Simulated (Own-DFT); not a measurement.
## Calculated data, Hf31O64 (monoclinic hafnia with one vacancy, atoms displaced)

A calculation, not a measurement: plane-wave density functional theory by an unreviewed code, no spin, of a simulated periodic cell, stress positive in tension, run twice, with PBE and with PBEsol, both on files made for PBE, so the change isn't that of files made for PBEsol, defect cell not probed for a lower state with spin; a neutral cation vacancy leaves holes that likely carry spin, which this run leaves out; hafnium file: forces about 75 meV/angstrom off all-electron values; oxygen file: force components 24 meV/angstrom off all-electron in one glass; forces on such cells passed a denser k mesh, this cell's mesh not checked; the far tail of each file's local potential was reset to the Coulomb form; each entry is a single point on an unrelaxed cell, so the pressure reflects the starting lattice, mostly measured values (interpolated for alloys), from which strain is counted, and rises with the displacements; printed positions are rounded, which can move forces by about a meV/angstrom; the program, named Own-DFT, is a retired in-house code; no spin-orbit coupling; stress was not checked against mesh or cutoff. Program: Own-DFT development build.

Entry: Hf31O64 (monoclinic hafnia with one vacancy, atoms displaced)

```xyz
95
Lattice="10.2340 0.0000 0.0000 0.0000 10.3500 0.0000 -1.6955 0.0000 10.4453" Properties=species:S:1:pos:R:3 Hf31O64
Hf     1.2310     0.2377     1.0861
Hf     3.4645     2.8619     1.4671
Hf     3.0424     4.9601     4.1611
Hf     0.8253     2.3518     3.7024
O      0.0807     1.6909     1.7774
O      4.6247     4.3557     0.8512
O      4.2297     3.4734     3.3881
O     -0.3284     0.8858     4.4110
O      1.8980     3.9002     2.4850
O      2.7996     1.3201     0.0801
O      2.4016     1.2708     2.7397
O      1.4659     3.8251     5.0941
Hf     0.3993     0.2248     6.3381
Hf     2.6157     2.7667     6.7317
Hf     2.2023     4.9711     9.3633
O     -0.7429     1.6899     7.0245
O      3.8052     4.3515     6.0149
O      3.3368     3.4497     8.6268
O     -1.2136     0.8308     9.6423
O      1.0319     3.9122     7.7659
O      1.9575     1.3261     5.3722
O      1.5376     1.2852     7.9419
O      0.5681     3.8236    10.3148
Hf     1.2376     5.3634     1.0717
Hf     3.4390     7.9220     1.4723
Hf     3.0260    10.1422     4.1175
Hf     0.8293     7.5576     3.7373
O      0.1263     6.9224     1.8171
O      4.6066     9.5163     0.8079
O      4.1976     8.5577     3.4370
O     -0.3207     6.0667     4.4257
O      1.8653     9.1036     2.5395
O      2.7850     6.5441     0.0864
O      2.3884     6.3865     2.7009
O      1.4840     9.0639     5.0857
Hf     0.3650     5.3618     6.3374
Hf     2.5645     7.9829     6.7543
Hf     2.1758    10.1673     9.4313
Hf    -0.0307     7.5694     8.9449
O     -0.7412     6.9001     7.0485
O      3.7443     9.5085     6.0770
O      3.4173     8.6072     8.6643
O     -1.2190     6.0301     9.7147
O      1.0396     9.0766     7.7108
O      1.9390     6.5486     5.3060
O      1.5336     6.4187     7.9324
O      0.6737     8.9719    10.3765
Hf     6.3438     0.1914     1.1462
Hf     8.5941     2.8129     1.5208
Hf     8.1603     4.9304     4.1128
Hf     5.9181     2.3807     3.7232
O      5.1767     1.6718     1.7997
O      9.6871     4.3236     0.7819
O      9.2919     3.4543     3.4376
O      4.7398     0.8406     4.4406
O      6.9943     3.9266     2.5284
O      7.8730     1.3480     0.0795
O      7.4947     1.2534     2.7306
O      6.5588     3.8806     5.1412
Hf     5.5041     0.2348     6.2505
Hf     7.7177     2.8448     6.7518
Hf     7.3377     5.0552     9.3618
Hf     5.0592     2.3937     8.9255
O      4.3170     1.7013     7.0686
O      8.8885     4.3230     6.0447
O      8.4098     3.4501     8.6439
O      3.9462     0.8352     9.6186
O      6.1372     3.8916     7.7026
O      7.0727     1.3041     5.3181
O      6.6069     1.2317     7.9306
O      5.7511     3.8087    10.3663
Hf     6.3984     5.3788     1.0816
Hf     8.5516     8.0122     1.5112
Hf     8.1462    10.1890     4.1365
Hf     5.9459     7.5742     3.7077
O      5.2607     6.8754     1.7770
O      9.7089     9.4332     0.8066
O      9.2662     8.6493     3.3997
O      4.7455     5.9841     4.4178
O      7.0214     9.1206     2.4428
O      7.9308     6.5081     0.0518
O      7.4691     6.4387     2.7121
O      6.5977     8.9994     5.1028
Hf     5.4665     5.3915     6.3168
Hf     7.7776     7.9549     6.7857
Hf     7.3700    10.1161     9.3436
Hf     5.0890     7.6016     8.9569
O      4.3910     6.9060     7.0001
O      8.8818     9.4064     6.0441
O      8.4440     8.6280     8.6587
O      3.9016     6.0279     9.6725
O      6.1227     9.1159     7.7255
O      7.0600     6.5165     5.3892
O      6.6734     6.4530     7.9595
O      5.7744     9.0107    10.3262
```

```
functional                                        : PBE, then PBEsol
potential files                                   : PseudoDojo norm-conserving, scalar-relativistic, standard set
wave cutoff                                       : 72 hartree
occupations                                       : Fermi-Dirac
smearing width                                    : 0.1 eV
k mesh                                            : 2 x 2 x 2 centred on Gamma
PBE pressure                                      : 3.89 GPa
PBE stress xx                                     : -4.06 GPa
PBE stress yy                                     : -4.2 GPa
PBE stress zz                                     : -3.41 GPa
PBE stress yz                                     : -0.04 GPa
PBE stress xz                                     : -0.03 GPa
PBE stress xy                                     : -0.41 GPa
PBEsol pressure                                   : -2.43 GPa
PBEsol stress xx                                  : 2.29 GPa
PBEsol stress yy                                  : 2.09 GPa
PBEsol stress zz                                  : 2.92 GPa
PBEsol stress yz                                  : -0.04 GPa
PBEsol stress xz                                  : 0.32 GPa
PBEsol stress xy                                  : -0.41 GPa
rms change of force components from PBE to PBEsol : 0.044 eV/Å
```

Force:
| force element | PBE force x (eV/Å) | PBE force y (eV/Å) | PBE force z (eV/Å) | PBEsol force x (eV/Å) | PBEsol force y (eV/Å) | PBEsol force z (eV/Å) |
| --- | --- | --- | --- | --- | --- | --- |
| Hf | 0.352 | 0.202 | -1.065 | 0.342 | 0.249 | -1.08 |
| Hf | -0.885 | -1.043 | -0.425 | -0.884 | -0.959 | -0.386 |
| Hf | -0.248 | 0.005 | -0.785 | -0.227 | -0.036 | -0.741 |
| Hf | 0.479 | 0.633 | -0.184 | 0.485 | 0.571 | -0.193 |
| O | -0.673 | 0.647 | 0.64 | -0.645 | 0.641 | 0.674 |
| O | 0.065 | -0.094 | -0.32 | 0.061 | -0.088 | -0.358 |
| O | -0.033 | -0.216 | 0.262 | -0.034 | -0.224 | 0.212 |
| O | -0.699 | -0.475 | 0.219 | -0.673 | -0.469 | 0.254 |
| O | -0.223 | -0.097 | 0.168 | -0.148 | -0.102 | 0.16 |
| O | 0.665 | -0.632 | 1.378 | 0.645 | -0.693 | 1.423 |
| O | -0.099 | -0.048 | -0.018 | -0.17 | -0.049 | -0.001 |
| O | -0.043 | 0.084 | 0.161 | 0.021 | 0.08 | 0.146 |
| Hf | -0.037 | 0.367 | 0.934 | -0.018 | 0.43 | 0.895 |
| Hf | -1.39 | 0.631 | 1.506 | -1.381 | 0.636 | 1.515 |
| Hf | -1.385 | -1.469 | -0.484 | -1.359 | -1.474 | -0.452 |
| O | -1.102 | 0.017 | -0.892 | -1.087 | -0.032 | -0.944 |
| O | -1.096 | -1.18 | 0.404 | -1.06 | -1.12 | 0.331 |
| O | 0.428 | 0.259 | 0.323 | 0.419 | 0.234 | 0.266 |
| O | -0.085 | -0.51 | 0.445 | -0.18 | -0.657 | 0.564 |
| O | 0.787 | 1.116 | -1.216 | 0.902 | 1.169 | -1.248 |
| O | 0.155 | -0.155 | -0.792 | 0.09 | -0.16 | -0.773 |
| O | 0.894 | -0.921 | -0.717 | 0.905 | -0.946 | -0.776 |
| O | 1.169 | 1.266 | 1.043 | 1.264 | 1.344 | 1.127 |
| Hf | 0.077 | -0.628 | 0.463 | 0.097 | -0.57 | 0.416 |
| Hf | 0.632 | 0.372 | 1.535 | 0.592 | 0.406 | 1.504 |
| Hf | -0.066 | -0.713 | 0.124 | -0.087 | -0.739 | 0.154 |
| Hf | -0.25 | 0.243 | -1.015 | -0.227 | 0.187 | -1.016 |
| O | -0.748 | 0.102 | -0.145 | -0.716 | 0.112 | -0.092 |
| O | 0.069 | -0.682 | 0.751 | 0.062 | -0.647 | 0.674 |
| O | -0.27 | 0.538 | -0.125 | -0.257 | 0.513 | -0.171 |
| O | -1.06 | -0.74 | -0.049 | -1.017 | -0.734 | 0 |
| O | 0.421 | -0.052 | -0.644 | 0.471 | -0.058 | -0.619 |
| O | 0.14 | -0.647 | -0.145 | 0.074 | -0.616 | -0.135 |
| O | 0.248 | 0.411 | 0.087 | 0.181 | 0.412 | 0.084 |
| O | -0.376 | -0.382 | 0.389 | -0.299 | -0.375 | 0.374 |
| Hf | 0.857 | -0.495 | 0.277 | 0.848 | -0.441 | 0.257 |
| Hf | 1.329 | -0.048 | -0.038 | 1.287 | 0.004 | -0.017 |
| Hf | -0.078 | 1.221 | -1.496 | -0.074 | 1.171 | -1.415 |
| Hf | 0.191 | -0.402 | -0.164 | 0.21 | -0.436 | -0.182 |
| O | -0.238 | -0.023 | 0.295 | -0.23 | -0.004 | 0.337 |
| O | 0.094 | -0.08 | -0.345 | 0.084 | -0.068 | -0.392 |
| O | -1.507 | 0.549 | -0.012 | -1.456 | 0.508 | -0.06 |
| O | 0.675 | 1.18 | -1.063 | 0.656 | 1.127 | -0.984 |
| O | -0.134 | -0.05 | 0.602 | -0.076 | -0.072 | 0.576 |
| O | 0.325 | -0.246 | 0.53 | 0.253 | -0.233 | 0.513 |
| O | 0.099 | 0.286 | 0.318 | 0.028 | 0.296 | 0.314 |
| O | -0.791 | 0.199 | -0.416 | -0.698 | 0.18 | -0.403 |
| Hf | 0.446 | 0.968 | -1.767 | 0.436 | 0.997 | -1.747 |
| Hf | -0.549 | -0.552 | -0.905 | -0.554 | -0.483 | -0.866 |
| Hf | -0.5 | 1.364 | 0.6 | -0.499 | 1.273 | 0.61 |
| Hf | -0.131 | 0.224 | -0.664 | -0.12 | 0.179 | -0.68 |
| O | -0.33 | 0.729 | 0.44 | -0.297 | 0.715 | 0.476 |
| O | 0.712 | 0.267 | 0.967 | 0.684 | 0.269 | 0.894 |
| O | 0.794 | -0.573 | -0.201 | 0.755 | -0.563 | -0.245 |
| O | 0.274 | 0.712 | -0.713 | 0.278 | 0.677 | -0.638 |
| O | 0.107 | -0.31 | -0.031 | 0.171 | -0.303 | -0.028 |
| O | 0.492 | -0.173 | 0.924 | 0.408 | -0.163 | 0.908 |
| O | 0.031 | 0.267 | 0.139 | -0.035 | 0.254 | 0.147 |
| O | 0.371 | -0.846 | -0.632 | 0.424 | -0.821 | -0.622 |
| Hf | -0.055 | -1.06 | 2.032 | -0.056 | -0.991 | 1.968 |
| Hf | 0.951 | -1.092 | 1.453 | 0.914 | -1.006 | 1.458 |
| Hf | -0.752 | -1.75 | -0.339 | -0.728 | -1.751 | -0.299 |
| Hf | 0.738 | -0.72 | 0.402 | 0.728 | -0.759 | 0.365 |
| O | -0.053 | 0.085 | -0.79 | -0.042 | 0.103 | -0.726 |
| O | -0.014 | 0.058 | -0.331 | -0.02 | 0.073 | -0.376 |
| O | -0.762 | 0.372 | -0.467 | -0.908 | 0.444 | -0.556 |
| O | -0.652 | -0.159 | 0.208 | -0.635 | -0.162 | 0.253 |
| O | -0.03 | 0.312 | 0.191 | 0.03 | 0.289 | 0.168 |
| O | 0.198 | 0.785 | 0.014 | 0.12 | 0.748 | -0.002 |
| O | 0.408 | 0.358 | -0.3 | 0.325 | 0.354 | -0.297 |
| O | -0.365 | 0.616 | -0.27 | -0.297 | 0.604 | -0.249 |
| Hf | 0.011 | -0.079 | -0.026 | 0.004 | -0.025 | -0.047 |
| Hf | 0.463 | -1.176 | 0.206 | 0.445 | -1.079 | 0.216 |
| Hf | 0.254 | -1.11 | 0.138 | 0.23 | -1.124 | 0.152 |
| Hf | -0.255 | -0.978 | 0.292 | -0.245 | -0.995 | 0.26 |
| O | -1.283 | 1.042 | -0.042 | -1.238 | 1.02 | 0.002 |
| O | 1.276 | 0.909 | -0.012 | 1.217 | 0.887 | -0.057 |
| O | 0.613 | -0.116 | 0.388 | 0.582 | -0.118 | 0.326 |
| O | 0.798 | 1.069 | -0.515 | 0.775 | 1.02 | -0.44 |
| O | -0.443 | -0.441 | 1.034 | -0.369 | -0.432 | 0.996 |
| O | -0.021 | 0.249 | 1.001 | -0.082 | 0.236 | 0.97 |
| O | 0.765 | -0.334 | 0.313 | 0.674 | -0.325 | 0.301 |
| O | -0.141 | 0.53 | -0.298 | -0.08 | 0.526 | -0.304 |
| Hf | 1.155 | 0.567 | 0.156 | 1.122 | 0.596 | 0.115 |
| Hf | -1.74 | -0.227 | -0.785 | -1.696 | -0.182 | -0.746 |
| Hf | -1.598 | 1.788 | 0.009 | -1.532 | 1.707 | 0.05 |
| Hf | 0.352 | -0.625 | -0.942 | 0.355 | -0.636 | -0.945 |
| O | -1.178 | 0.733 | 0.33 | -1.135 | 0.715 | 0.367 |
| O | 1.089 | 1.381 | -0.446 | 1.042 | 1.351 | -0.469 |
| O | 1.301 | -1.122 | 0.02 | 1.262 | -1.111 | -0.033 |
| O | 0.356 | 0.392 | -0.49 | 0.353 | 0.363 | -0.417 |
| O | 0.459 | -0.335 | -0.307 | 0.505 | -0.339 | -0.29 |
| O | 0.217 | -0.159 | -0.717 | 0.145 | -0.154 | -0.694 |
| O | 0.06 | -0.171 | 0.096 | 0.01 | -0.157 | 0.106 |
| O | -0.477 | 0.031 | 0.336 | -0.404 | 0.015 | 0.331 |
